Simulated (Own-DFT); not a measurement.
## Calculated data, GaN (wurtzite, atoms displaced)

A calculation, not a measurement: plane-wave PBE density functional theory by an unreviewed code, no spin, of a simulated periodic cell, stress positive in tension, free energy of the whole cell less one offset for each atom, forces on such cells passed a denser k mesh, this cell's mesh not checked; offsets are fitted by least squares, one for each functional and potential file, so energies compare only between cells with the same atoms and settings and are not formation energies; the far tail of each file's local potential was reset to the Coulomb form; each entry is a single point on an unrelaxed cell, so the pressure reflects the starting lattice, mostly measured values (interpolated for alloys), from which strain is counted, and rises with the displacements; printed positions are rounded, which can move forces by about a meV/angstrom; the program, named Own-DFT, is a retired in-house code; no spin-orbit coupling. Program: Own-DFT development build.

Settings shared by all entries: functional PBE; potential files PseudoDojo norm-conserving, scalar-relativistic, standard set with the stringent files for Ga; wave cutoff 96 hartree; occupations Gaussian; smearing width 0.01 eV; k mesh 3 x 4 x 3 centred on Gamma.

```yaml
- entry: 1
  formula: GaN
  kind: "wurtzite, atoms displaced"
  structure:
    cell_angstrom: [[12.756, 0.0, 0.0], [-4.7835, 8.2853, 0.0], [0.0, 0.0, 10.37]]
    atoms_fractional:
      - [Ga, 0.08081, 0.22861, 0.00116]
      - [Ga, 0.1645, 0.10709, 0.24818]
      - ["N", 0.08724, 0.20521, 0.18618]
      - ["N", 0.16595, 0.1052, 0.43463]
      - [Ga, 0.08988, 0.22622, 0.49393]
      - [Ga, 0.16492, 0.11554, 0.74999]
      - ["N", 0.07699, 0.21118, 0.69483]
      - ["N", 0.17076, 0.11572, 0.94466]
      - [Ga, 0.07781, 0.55108, 0.00257]
      - [Ga, 0.15637, 0.43744, 0.25041]
      - ["N", 0.08176, 0.56031, 0.18837]
      - ["N", 0.1674, 0.44414, 0.43055]
      - [Ga, 0.07989, 0.55754, 0.49853]
      - [Ga, 0.1673, 0.44625, 0.75445]
      - ["N", 0.08357, 0.55093, 0.6938]
      - ["N", 0.16533, 0.44456, 0.94473]
      - [Ga, 0.08323, 0.8896, 0.99096]
      - [Ga, 0.166, 0.77197, 0.24491]
      - ["N", 0.08151, 0.89449, 0.18878]
      - ["N", 0.16459, 0.77735, 0.43503]
      - [Ga, 0.07951, 0.89327, 0.50176]
      - [Ga, 0.17036, 0.77448, 0.7505]
      - ["N", 0.08383, 0.89346, 0.68767]
      - ["N", 0.16877, 0.77231, 0.93436]
      - [Ga, 0.33652, 0.22611, 0.99981]
      - [Ga, 0.41884, 0.10747, 0.24996]
      - ["N", 0.33627, 0.21936, 0.18642]
      - ["N", 0.42076, 0.10997, 0.44123]
      - [Ga, 0.32683, 0.21395, 0.49522]
      - [Ga, 0.40769, 0.10307, 0.75154]
      - ["N", 0.33218, 0.22384, 0.68679]
      - ["N", 0.41258, 0.11435, 0.94768]
      - [Ga, 0.32958, 0.55493, 0.99979]
      - [Ga, 0.41519, 0.43986, 0.25466]
      - ["N", 0.33628, 0.5544, 0.17863]
      - ["N", 0.41691, 0.45027, 0.44341]
      - [Ga, 0.32956, 0.55139, 0.49218]
      - [Ga, 0.41074, 0.4394, 0.74637]
      - ["N", 0.32079, 0.53976, 0.69258]
      - ["N", 0.41315, 0.45342, 0.94454]
      - [Ga, 0.33399, 0.88393, 0.00389]
      - [Ga, 0.42134, 0.77798, 0.25599]
      - ["N", 0.33419, 0.88843, 0.19133]
      - ["N", 0.41767, 0.77481, 0.43778]
      - [Ga, 0.32783, 0.90061, 0.50429]
      - [Ga, 0.41531, 0.79012, 0.73988]
      - ["N", 0.34064, 0.89823, 0.69678]
      - ["N", 0.41232, 0.76766, 0.94005]
      - [Ga, 0.58163, 0.22816, 0.9971]
      - [Ga, 0.66005, 0.11849, 0.24676]
      - ["N", 0.59483, 0.23, 0.19045]
      - ["N", 0.66693, 0.11307, 0.43443]
      - [Ga, 0.58072, 0.22226, 0.50281]
      - [Ga, 0.67073, 0.116, 0.74711]
      - ["N", 0.59095, 0.22429, 0.689]
      - ["N", 0.6678, 0.1156, 0.93831]
      - [Ga, 0.58865, 0.55632, 0.99187]
      - [Ga, 0.66566, 0.4384, 0.25123]
      - ["N", 0.58599, 0.55687, 0.18905]
      - ["N", 0.66528, 0.44513, 0.43709]
      - [Ga, 0.57999, 0.56162, 0.50153]
      - [Ga, 0.66113, 0.44266, 0.75231]
      - ["N", 0.57569, 0.55012, 0.69581]
      - ["N", 0.66553, 0.44067, 0.93856]
      - [Ga, 0.58244, 0.89106, 0.00053]
      - [Ga, 0.66154, 0.77192, 0.24888]
      - ["N", 0.57948, 0.88266, 0.18581]
      - ["N", 0.66408, 0.76688, 0.43075]
      - [Ga, 0.58532, 0.89652, 0.49247]
      - [Ga, 0.66623, 0.77963, 0.75448]
      - ["N", 0.58237, 0.88632, 0.6918]
      - ["N", 0.67104, 0.78823, 0.93888]
      - [Ga, 0.83714, 0.22466, 0.00621]
      - [Ga, 0.92095, 0.11449, 0.24865]
      - ["N", 0.83829, 0.22352, 0.19029]
      - ["N", 0.92228, 0.11525, 0.43796]
      - [Ga, 0.84221, 0.22312, 0.49769]
      - [Ga, 0.92031, 0.11695, 0.75162]
      - ["N", 0.83851, 0.2316, 0.68238]
      - ["N", 0.91544, 0.10012, 0.94396]
      - [Ga, 0.83743, 0.55971, 0.00062]
      - [Ga, 0.91399, 0.44797, 0.25537]
      - ["N", 0.83354, 0.55788, 0.18946]
      - ["N", 0.91617, 0.44552, 0.43606]
      - [Ga, 0.83816, 0.5557, 0.49625]
      - [Ga, 0.92069, 0.45412, 0.74481]
      - ["N", 0.83698, 0.56857, 0.69064]
      - ["N", 0.91922, 0.44246, 0.94146]
      - [Ga, 0.83319, 0.89851, 0.99911]
      - [Ga, 0.91362, 0.77479, 0.2545]
      - ["N", 0.83916, 0.89111, 0.2021]
      - ["N", 0.91644, 0.78163, 0.44218]
      - [Ga, 0.83224, 0.88938, 0.49836]
      - [Ga, 0.91957, 0.77129, 0.74268]
      - ["N", 0.83034, 0.88406, 0.68638]
      - ["N", 0.91271, 0.78199, 0.93868]
  results:
    "free_energy_of_cell_above_offsets [eV]": "-4.831"
    "pressure [GPa]": 7.06
    "stress_xx [GPa]": -7.06
    "stress_yy [GPa]": -8.35
    "stress_zz [GPa]": -5.76
    "stress_yz [GPa]": 0.3
    "stress_xz [GPa]": -0.65
    "stress_xy [GPa]": 0.65
    force_element: [Ga, Ga, "N", "N", Ga, Ga, "N", "N", Ga, Ga, "N", "N", Ga, Ga, "N", "N", Ga, Ga, "N", "N", Ga, Ga, "N", "N", Ga, Ga, "N", "N", Ga, Ga, "N", "N", Ga, Ga, "N", "N", Ga, Ga, "N", "N", Ga, Ga, "N", "N", Ga, Ga, "N", "N", Ga, Ga, "N", "N", Ga, Ga, "N", "N", Ga, Ga, "N", "N", Ga, Ga, "N", "N", Ga, Ga, "N", "N", Ga, Ga, "N", "N", Ga, Ga, "N", "N", Ga, Ga, "N", "N", Ga, Ga, "N", "N", Ga, Ga, "N", "N", Ga, Ga, "N", "N", Ga, Ga, "N", "N"]
    "force_x [eV/angstrom]": [1.458, 2.387, -3.188, -0.352, -0.577, 0.896, 0.56, -0.722, 0.949, 1.731, 0.072, -0.987, 1.122, -0.7, -0.003, -0.826, -0.114, -0.806, 1.023, -0.147, 0.659, -0.97, 1.332, -0.671, -1.251, -0.337, -0.013, -1.245, 0.918, 0.718, 0.166, 1.509, 0.179, 0.084, -0.985, 0.154, -0.175, -0.22, 1.065, 2.121, -0.024, -0.975, 0.383, -1.04, 1.289, 2.906, -2.491, -0.154, 0.728, 3.957, -3.377, 0.389, 1.259, 0.598, -1.849, 0.104, -1.756, -0.612, -0.025, 0.208, 1.164, 0.77, 0.607, 0.607, -0.359, 0.998, 0.336, -0.526, 0.657, 0.235, -0.152, -0.253, -0.557, 0.122, -0.764, 0.268, -1.446, -1.352, 0.125, -0.672, -0.324, 0.334, 0.055, 0.595, -1.981, -0.826, 0.017, -1.124, 0.784, 0.743, -1.787, 0.394, -0.526, -1.459, 0.056, 0.908]
    "force_y [eV/angstrom]": [-1.281, -0.437, 2.919, 0.78, -0.564, -0.541, 2.175, -0.099, 0.819, 0.273, -1.566, 0.035, 0.021, -1.575, 1.02, -0.031, 0.108, 1.974, -1.992, 0.29, -0.872, 0.381, -0.39, 0.346, 0.981, 0.57, 0.038, 0.503, 1.388, 3.267, -1.208, -1.026, 0.03, 0.52, -0.196, -1.738, 0.799, 0.701, 2.397, -1.278, 0.21, -1.029, -0.297, 0.63, -1.936, -2.942, -1.185, 2.08, -1.229, -2.41, -0.32, 0.635, 0.859, -0.559, -0.182, 0.021, 0.663, 2.114, -1.123, 0.006, -1.047, 0.34, 0.79, 1.033, -0.3, 0.799, 1.496, 2.104, -1.132, -0.275, 0.731, -1.019, -0.629, -0.736, 0.329, -0.277, -0.242, -1.627, -0.395, 3.702, -0.001, -0.351, -0.432, -0.234, 0.315, -0.932, -3.634, 0.045, -2.844, 0.6, -0.115, -0.722, -0.105, 3.064, 0.721, -0.569]
    "force_z [eV/angstrom]": [0.026, -0.02, -0.118, 0.274, 1.191, 1.175, -1.623, -1.228, -0.246, -1.803, 0.118, 1.2, 0.372, 0.625, -1.518, -0.688, 1.125, 0.393, -0.58, 0.818, -0.25, -0.11, 0.24, 0.771, 0.486, -0.288, 1.252, -0.623, 0.538, 1.277, -0.41, -1.46, -0.013, -1.275, 2.945, -0.592, 1.483, 1.463, -1.747, -1.528, -0.231, -1.36, 0.028, 1.204, -0.536, 2.008, -2.304, -1.224, 0.437, 0.819, -1.764, 0.316, 0.061, 0.545, 0.091, 0.145, 1.297, 0.192, -0.678, 0.878, 0.696, -0.625, -0.819, -0.243, -0.506, -0.679, 0.456, 1.33, 0.915, -0.617, -1.153, 0.356, -0.776, 0.266, 0.464, -0.089, -0.162, 0.119, 0.822, -1.332, -0.08, -1.569, -0.014, 0.775, 0.794, 1.096, -1.22, -0.993, 1.954, -0.422, -1.701, -0.177, 0.161, 1.734, 0.223, -0.561]
- entry: 2
  formula: GaN
  kind: "wurtzite, atoms displaced"
  structure:
    cell_angstrom: [[12.756, 0.0, 0.0], [-4.7835, 8.2853, 0.0], [0.0, 0.0, 10.37]]
    atoms_fractional:
      - [Ga, 0.08079, 0.21798, 0.00437]
      - [Ga, 0.16166, 0.10592, 0.25134]
      - ["N", 0.08243, 0.22198, 0.19377]
      - ["N", 0.17004, 0.12357, 0.43113]
      - [Ga, 0.08938, 0.22459, 0.4988]
      - [Ga, 0.16598, 0.11146, 0.75605]
      - ["N", 0.08305, 0.22388, 0.68732]
      - ["N", 0.15887, 0.10439, 0.93631]
      - [Ga, 0.08713, 0.55808, 0.99735]
      - [Ga, 0.16833, 0.44252, 0.2451]
      - ["N", 0.08359, 0.55833, 0.1906]
      - ["N", 0.16892, 0.43895, 0.43928]
      - [Ga, 0.0841, 0.55734, 0.4897]
      - [Ga, 0.16679, 0.44529, 0.75397]
      - ["N", 0.09457, 0.56207, 0.68524]
      - ["N", 0.17092, 0.44577, 0.93686]
      - [Ga, 0.08746, 0.88235, 0.99746]
      - [Ga, 0.17016, 0.77734, 0.24699]
      - ["N", 0.08782, 0.89005, 0.19242]
      - ["N", 0.15926, 0.7711, 0.43993]
      - [Ga, 0.0789, 0.87643, 0.49609]
      - [Ga, 0.17027, 0.77689, 0.75395]
      - ["N", 0.08117, 0.88612, 0.69227]
      - ["N", 0.16837, 0.77698, 0.93205]
      - [Ga, 0.33134, 0.22552, 0.99786]
      - [Ga, 0.41363, 0.11263, 0.24922]
      - ["N", 0.33004, 0.21003, 0.18999]
      - ["N", 0.41854, 0.10777, 0.43474]
      - [Ga, 0.33586, 0.22311, 0.50035]
      - [Ga, 0.41428, 0.11093, 0.74861]
      - ["N", 0.332, 0.22225, 0.6953]
      - ["N", 0.4188, 0.11291, 0.93165]
      - [Ga, 0.32929, 0.56278, 0.99944]
      - [Ga, 0.4166, 0.43489, 0.25858]
      - ["N", 0.33085, 0.55262, 0.19386]
      - ["N", 0.41549, 0.43913, 0.44118]
      - [Ga, 0.33559, 0.5653, 0.50075]
      - [Ga, 0.41544, 0.43752, 0.7423]
      - ["N", 0.33216, 0.5636, 0.69572]
      - ["N", 0.41118, 0.43271, 0.94287]
      - [Ga, 0.33425, 0.88906, 0.9911]
      - [Ga, 0.41461, 0.77624, 0.25237]
      - ["N", 0.32807, 0.88166, 0.1863]
      - ["N", 0.42501, 0.78146, 0.44409]
      - [Ga, 0.33458, 0.89961, 0.49611]
      - [Ga, 0.41446, 0.7766, 0.75542]
      - ["N", 0.33531, 0.88729, 0.68741]
      - ["N", 0.42301, 0.78352, 0.93303]
      - [Ga, 0.58494, 0.22693, 0.005]
      - [Ga, 0.66617, 0.10513, 0.25777]
      - ["N", 0.58529, 0.2215, 0.18688]
      - ["N", 0.66175, 0.09693, 0.43643]
      - [Ga, 0.57378, 0.22303, 0.50743]
      - [Ga, 0.66846, 0.11505, 0.75417]
      - ["N", 0.57981, 0.22172, 0.67951]
      - ["N", 0.66724, 0.10758, 0.93702]
      - [Ga, 0.59175, 0.56004, 0.99809]
      - [Ga, 0.6685, 0.43705, 0.24809]
      - ["N", 0.58501, 0.55216, 0.18783]
      - ["N", 0.67072, 0.44896, 0.43669]
      - [Ga, 0.59018, 0.56431, 0.49794]
      - [Ga, 0.66519, 0.44929, 0.74771]
      - ["N", 0.58821, 0.55281, 0.68139]
      - ["N", 0.66949, 0.43193, 0.92941]
      - [Ga, 0.5881, 0.88832, 0.00608]
      - [Ga, 0.66549, 0.77933, 0.25336]
      - ["N", 0.58631, 0.88534, 0.19013]
      - ["N", 0.66395, 0.77111, 0.43812]
      - [Ga, 0.58045, 0.88226, 0.49426]
      - [Ga, 0.66363, 0.77125, 0.7525]
      - ["N", 0.57579, 0.88777, 0.68787]
      - ["N", 0.66567, 0.78235, 0.93343]
      - [Ga, 0.83054, 0.2153, 0.99861]
      - [Ga, 0.91764, 0.1236, 0.24879]
      - ["N", 0.83346, 0.21568, 0.18538]
      - ["N", 0.92007, 0.10241, 0.4409]
      - [Ga, 0.83842, 0.22301, 0.50112]
      - [Ga, 0.91809, 0.11342, 0.73985]
      - ["N", 0.82633, 0.21813, 0.69087]
      - ["N", 0.91528, 0.11408, 0.94476]
      - [Ga, 0.82886, 0.55216, 0.99641]
      - [Ga, 0.91505, 0.43355, 0.24589]
      - ["N", 0.83065, 0.54692, 0.17964]
      - ["N", 0.90837, 0.4421, 0.43671]
      - [Ga, 0.83158, 0.55613, 0.49244]
      - [Ga, 0.91543, 0.43547, 0.75597]
      - ["N", 0.82562, 0.55391, 0.6875]
      - ["N", 0.91791, 0.46267, 0.93322]
      - [Ga, 0.83134, 0.88611, 0.99836]
      - [Ga, 0.91956, 0.77762, 0.24176]
      - ["N", 0.8332, 0.89396, 0.18442]
      - ["N", 0.91886, 0.77791, 0.43775]
      - [Ga, 0.82601, 0.88917, 0.49964]
      - [Ga, 0.91722, 0.77577, 0.74036]
      - ["N", 0.83231, 0.88335, 0.68192]
      - ["N", 0.92173, 0.78853, 0.93512]
  results:
    "free_energy_of_cell_above_offsets [eV]": "-5.041"
    "pressure [GPa]": 7.03
    "stress_xx [GPa]": -6.34
    "stress_yy [GPa]": -7.09
    "stress_zz [GPa]": -7.66
    "stress_yz [GPa]": 0.41
    "stress_xz [GPa]": -0.17
    "stress_xy [GPa]": -0.42
    force_element: [Ga, Ga, "N", "N", Ga, Ga, "N", "N", Ga, Ga, "N", "N", Ga, Ga, "N", "N", Ga, Ga, "N", "N", Ga, Ga, "N", "N", Ga, Ga, "N", "N", Ga, Ga, "N", "N", Ga, Ga, "N", "N", Ga, Ga, "N", "N", Ga, Ga, "N", "N", Ga, Ga, "N", "N", Ga, Ga, "N", "N", Ga, Ga, "N", "N", Ga, Ga, "N", "N", Ga, Ga, "N", "N", Ga, Ga, "N", "N", Ga, Ga, "N", "N", Ga, Ga, "N", "N", Ga, Ga, "N", "N", Ga, Ga, "N", "N", Ga, Ga, "N", "N", Ga, Ga, "N", "N", Ga, Ga, "N", "N"]
    "force_x [eV/angstrom]": [-0.065, 0.455, 0.153, 1.4, -0.673, -0.563, 0.493, 0.861, -0.747, -0.527, 0.279, -0.795, 0.189, 0.194, -1.758, -1.268, -1.405, -1.071, -0.241, 1.894, -0.588, -0.622, 1.113, 0.535, 0.316, 1.468, -1.142, -1.193, -0.859, 0.846, -0.2, -0.264, 2.251, -0.308, 1.086, 0.299, 0.085, -0.442, 1.256, 0.282, 0.435, 0.371, 1.346, -3.011, 0.39, 0.533, -0.856, -0.373, 0.091, -0.281, -0.193, 0.177, 2.355, -1.492, 0.249, -0.604, -1.081, -0.529, -0.187, -1.083, -0.21, 1.079, -2.105, -1.526, -1.039, 1.444, -1.363, -0.191, 1.253, -0.59, 1.669, 0.952, -0.449, 1.585, -1.7, -1.036, -0.992, -0.175, 1.435, 0.718, 0.059, -0.69, 0.442, 1.831, 0.106, -0.324, 1.849, 2.092, 0.498, -0.825, 0.295, -1.235, 1.615, -0.337, -0.839, -0.277]
    "force_y [eV/angstrom]": [0.172, 0.57, 0.002, -1.824, -0.443, -0.559, 0.087, 0.519, -0.544, 0.173, -0.89, 1.441, -1.629, -0.204, -1.085, -0.7, 0.621, -0.23, -0.64, 1.35, 2.105, 0.207, 0.598, -0.103, -1.888, -0.989, 1.307, 0.966, -0.651, -0.333, -0.895, -0.058, -0.344, 0.473, 0.367, 1.263, -1.212, 1.914, -1.627, 3.099, 0.616, -0.036, 1.099, -0.687, -2.423, 0.782, 0.688, -0.353, -1.526, 0.415, -1.041, 1.97, 0.462, -1.401, 0.176, 0.373, -1.208, 0.971, 0.119, -1.24, -2.147, -1.529, 0.508, 1.475, 0.323, -0.897, 0.212, 1.35, 1.054, 1.071, 0.145, -1.051, 1.326, -2.324, 0.751, 1.652, -0.677, -0.951, 0.539, -0.292, 1.611, 1.193, 0.611, -0.412, 0.366, 1.768, -0.169, -1.936, 0.651, -0.281, -0.393, -0.098, -0.671, -0.284, 0.684, -1.318]
    "force_z [eV/angstrom]": [-0.284, -0.441, -0.964, 1.506, 0.528, -1.282, 0.188, 1.343, 0.298, 1.125, -0.704, -0.724, 1.462, -1.082, -0.14, 0.904, 0.451, 0.819, -1.195, -1.194, 1.134, -2.198, -0.996, 1.542, 0.609, -0.533, -0.624, -0.192, 0.282, -0.171, -1.626, 1.333, 0.482, -1.626, -0.776, 0.651, 0.742, 1.342, -1.154, -1.176, 0.795, -0.08, -0.375, -1.706, 1.174, -1.54, -0.318, 2.255, -1.058, -1.207, 0.727, 1.056, -2.479, -0.987, 2.92, 0.905, 0.148, 0.434, 0.112, -0.429, -0.122, -0.39, 0.746, 0.784, -0.738, -0.681, 0.0, -0.516, 2.249, -1.576, -0.09, 0.822, -0.171, 0.855, -0.049, -0.552, -0.244, 1.294, -0.684, -1.614, -0.312, 0.121, 0.992, -0.462, 1.471, -1.929, -0.64, 1.217, -0.111, 0.578, 0.83, -0.92, -0.399, 1.091, 1.048, 0.093]
- entry: 3
  formula: GaN
  kind: "wurtzite, atoms displaced"
  structure:
    cell_angstrom: [[12.756, 0.0, 0.0], [-4.7835, 8.2853, 0.0], [0.0, 0.0, 10.37]]
    atoms_fractional:
      - [Ga, 0.08238, 0.21979, 0.00181]
      - [Ga, 0.16206, 0.10803, 0.25193]
      - ["N", 0.07918, 0.2186, 0.18248]
      - ["N", 0.16419, 0.12067, 0.43388]
      - [Ga, 0.08539, 0.2229, 0.4996]
      - [Ga, 0.16503, 0.11677, 0.7473]
      - ["N", 0.08471, 0.23262, 0.68584]
      - ["N", 0.17015, 0.11023, 0.93594]
      - [Ga, 0.0832, 0.56302, 0.00299]
      - [Ga, 0.17431, 0.45423, 0.25333]
      - ["N", 0.08619, 0.56354, 0.19082]
      - ["N", 0.16804, 0.44438, 0.43716]
      - [Ga, 0.0908, 0.56255, 0.50032]
      - [Ga, 0.16794, 0.45291, 0.7549]
      - ["N", 0.08114, 0.5469, 0.69338]
      - ["N", 0.1637, 0.44123, 0.93469]
      - [Ga, 0.08708, 0.88577, 0.00396]
      - [Ga, 0.16671, 0.78941, 0.26026]
      - ["N", 0.07882, 0.89064, 0.19061]
      - ["N", 0.16096, 0.78193, 0.42935]
      - [Ga, 0.08751, 0.89239, 0.5054]
      - [Ga, 0.16687, 0.77622, 0.74903]
      - ["N", 0.08229, 0.89328, 0.68693]
      - ["N", 0.16413, 0.7791, 0.94408]
      - [Ga, 0.33745, 0.21987, 0.99793]
      - [Ga, 0.41891, 0.11145, 0.25031]
      - ["N", 0.34127, 0.2282, 0.19217]
      - ["N", 0.41554, 0.10381, 0.43747]
      - [Ga, 0.33707, 0.22633, 0.51171]
      - [Ga, 0.41703, 0.1021, 0.74834]
      - ["N", 0.33833, 0.21194, 0.68433]
      - ["N", 0.41904, 0.1121, 0.93859]
      - [Ga, 0.32952, 0.55261, 0.99831]
      - [Ga, 0.42145, 0.44122, 0.25087]
      - ["N", 0.33792, 0.5665, 0.18836]
      - ["N", 0.40893, 0.44544, 0.43729]
      - [Ga, 0.34415, 0.56586, 0.49486]
      - [Ga, 0.42096, 0.44969, 0.74918]
      - ["N", 0.32608, 0.54976, 0.68917]
      - ["N", 0.41862, 0.44744, 0.93642]
      - [Ga, 0.32693, 0.88972, 0.99281]
      - [Ga, 0.41589, 0.78474, 0.26041]
      - ["N", 0.34176, 0.89915, 0.19304]
      - ["N", 0.41217, 0.77598, 0.43398]
      - [Ga, 0.33298, 0.88522, 0.49122]
      - [Ga, 0.41212, 0.76837, 0.75259]
      - ["N", 0.33872, 0.8914, 0.69476]
      - ["N", 0.42147, 0.77583, 0.93761]
      - [Ga, 0.58462, 0.22586, 0.00568]
      - [Ga, 0.65948, 0.10649, 0.24955]
      - ["N", 0.58853, 0.22156, 0.19139]
      - ["N", 0.67396, 0.11215, 0.43873]
      - [Ga, 0.58215, 0.21753, 0.50252]
      - [Ga, 0.66149, 0.10382, 0.74876]
      - ["N", 0.58298, 0.21619, 0.6876]
      - ["N", 0.66828, 0.11374, 0.93309]
      - [Ga, 0.58485, 0.56017, 0.99779]
      - [Ga, 0.65938, 0.43904, 0.24898]
      - ["N", 0.58529, 0.55321, 0.18482]
      - ["N", 0.66752, 0.44595, 0.44672]
      - [Ga, 0.5777, 0.55346, 0.49527]
      - [Ga, 0.67107, 0.44334, 0.7458]
      - ["N", 0.58856, 0.56474, 0.69274]
      - ["N", 0.67111, 0.44715, 0.93468]
      - [Ga, 0.5908, 0.89725, 0.00613]
      - [Ga, 0.66901, 0.77385, 0.24575]
      - ["N", 0.57709, 0.88168, 0.191]
      - ["N", 0.66705, 0.76831, 0.43458]
      - [Ga, 0.58185, 0.88474, 0.50769]
      - [Ga, 0.66452, 0.78421, 0.74894]
      - ["N", 0.58675, 0.8784, 0.68096]
      - ["N", 0.66864, 0.7689, 0.9375]
      - [Ga, 0.83579, 0.2239, 0.99643]
      - [Ga, 0.91385, 0.10948, 0.24979]
      - ["N", 0.83514, 0.21255, 0.18491]
      - ["N", 0.9158, 0.11765, 0.44267]
      - [Ga, 0.84191, 0.23047, 0.50596]
      - [Ga, 0.91719, 0.12257, 0.75726]
      - ["N", 0.83218, 0.22173, 0.69005]
      - ["N", 0.92201, 0.10829, 0.93594]
      - [Ga, 0.83538, 0.56062, 0.00268]
      - [Ga, 0.91824, 0.45024, 0.24527]
      - ["N", 0.83412, 0.55257, 0.18831]
      - ["N", 0.91008, 0.43261, 0.4326]
      - [Ga, 0.83526, 0.55829, 0.50367]
      - [Ga, 0.9072, 0.43741, 0.75056]
      - ["N", 0.84042, 0.57021, 0.69151]
      - ["N", 0.91088, 0.43595, 0.93285]
      - [Ga, 0.82942, 0.88404, 0.99851]
      - [Ga, 0.92248, 0.78154, 0.24097]
      - ["N", 0.83251, 0.89889, 0.18807]
      - ["N", 0.9085, 0.76003, 0.43748]
      - [Ga, 0.83268, 0.89524, 0.49762]
      - [Ga, 0.91596, 0.7681, 0.74788]
      - ["N", 0.83004, 0.89787, 0.68041]
      - ["N", 0.91634, 0.77547, 0.93715]
  results:
    "free_energy_of_cell_above_offsets [eV]": "-4.266"
    "pressure [GPa]": 7.17
    "stress_xx [GPa]": -5.09
    "stress_yy [GPa]": -7.65
    "stress_zz [GPa]": -8.75
    "stress_yz [GPa]": 0.54
    "stress_xz [GPa]": -0.24
    "stress_xy [GPa]": 1.0
    force_element: [Ga, Ga, "N", "N", Ga, Ga, "N", "N", Ga, Ga, "N", "N", Ga, Ga, "N", "N", Ga, Ga, "N", "N", Ga, Ga, "N", "N", Ga, Ga, "N", "N", Ga, Ga, "N", "N", Ga, Ga, "N", "N", Ga, Ga, "N", "N", Ga, Ga, "N", "N", Ga, Ga, "N", "N", Ga, Ga, "N", "N", Ga, Ga, "N", "N", Ga, Ga, "N", "N", Ga, Ga, "N", "N", Ga, Ga, "N", "N", Ga, Ga, "N", "N", Ga, Ga, "N", "N", Ga, Ga, "N", "N", Ga, Ga, "N", "N", Ga, Ga, "N", "N", Ga, Ga, "N", "N", Ga, Ga, "N", "N"]
    "force_x [eV/angstrom]": [0.656, 0.267, 0.698, 2.004, -1.426, 0.261, 0.326, -0.121, 0.254, -0.53, 0.15, 0.181, -1.007, 0.323, -1.45, -0.278, -2.074, 0.915, 2.034, 1.347, -1.952, -0.439, 0.906, 0.611, -0.909, -0.114, -0.878, -0.412, -0.456, 0.167, -1.353, 0.346, 0.474, -1.478, 0.465, 2.201, -2.452, 0.019, 1.566, -0.132, 2.445, 0.606, -1.644, 0.924, -0.873, 0.833, -0.672, -0.899, 0.465, 2.683, -1.447, -1.135, 0.727, 0.672, -0.095, -0.07, 0.24, 1.787, -0.322, -0.678, 1.025, -0.979, -0.101, -0.531, -0.52, -0.774, 0.796, -1.222, 0.865, 2.961, -3.31, -1.26, 0.313, 0.625, -2.045, 1.332, -0.986, 1.184, -0.898, -1.19, 0.056, 0.649, -1.16, 0.526, 0.253, 0.828, -0.008, 0.461, 0.954, -2.671, 1.177, 0.467, 0.677, -1.361, 1.064, 0.547]
    "force_y [eV/angstrom]": [0.142, 1.546, 0.812, -1.404, 0.649, 0.063, -0.574, -0.073, -1.807, -0.957, 0.289, 0.953, -1.422, -1.574, 1.762, 0.597, 1.246, -0.579, 0.691, -0.248, 0.196, 0.08, -0.391, -0.481, 0.878, 0.743, -1.297, 1.053, -0.556, 1.567, 1.132, -0.227, 0.363, 1.132, -0.934, -0.888, -1.384, -0.592, 0.698, -0.6, 0.011, -0.713, -1.218, 0.771, 0.406, 0.462, -1.994, 0.556, 0.08, -0.246, 0.351, -0.712, 0.242, -0.022, 0.535, -0.378, -1.613, 0.761, 0.128, -0.969, 0.01, 0.285, -1.397, -0.453, -1.034, 0.453, 0.569, 0.961, 0.726, -0.968, 1.369, 2.034, -0.908, 0.988, 1.478, -0.688, -1.161, -1.347, 0.078, -0.212, -1.033, -1.699, 0.594, 2.577, -1.685, 0.865, -4.229, 1.717, 0.817, -1.386, -2.002, 3.679, -0.836, 4.432, -0.277, 0.638]
    "force_z [eV/angstrom]": [-0.65, -0.722, 1.436, 1.026, 0.313, 0.302, 0.544, 0.376, -0.101, -0.887, -0.123, 0.439, -0.186, -0.679, -1.026, 1.511, -0.564, -4.085, -0.773, 4.002, -1.201, 0.049, 0.701, -1.503, 0.345, 0.225, -0.806, 0.368, -3.177, 0.822, 2.216, -0.218, 0.528, -0.443, 0.096, -0.026, 1.378, 0.048, -0.928, 0.282, 1.444, -3.239, -1.081, 2.282, 1.458, -0.05, -1.569, 0.262, -1.142, 0.832, -0.523, 0.398, -0.805, -0.329, 0.24, 0.839, -0.263, 1.144, 0.112, -0.927, 1.141, 0.347, -1.011, 0.524, -0.652, 0.751, 0.017, -0.176, -3.206, 0.713, 1.837, -0.164, 0.755, 0.957, -0.361, -1.063, -0.535, -1.691, 0.161, 0.761, -0.515, 0.6, -0.254, 0.735, -0.482, -0.251, -1.304, 1.088, -0.037, 1.939, -0.577, -0.884, -0.189, 0.998, 1.72, 0.313]
```
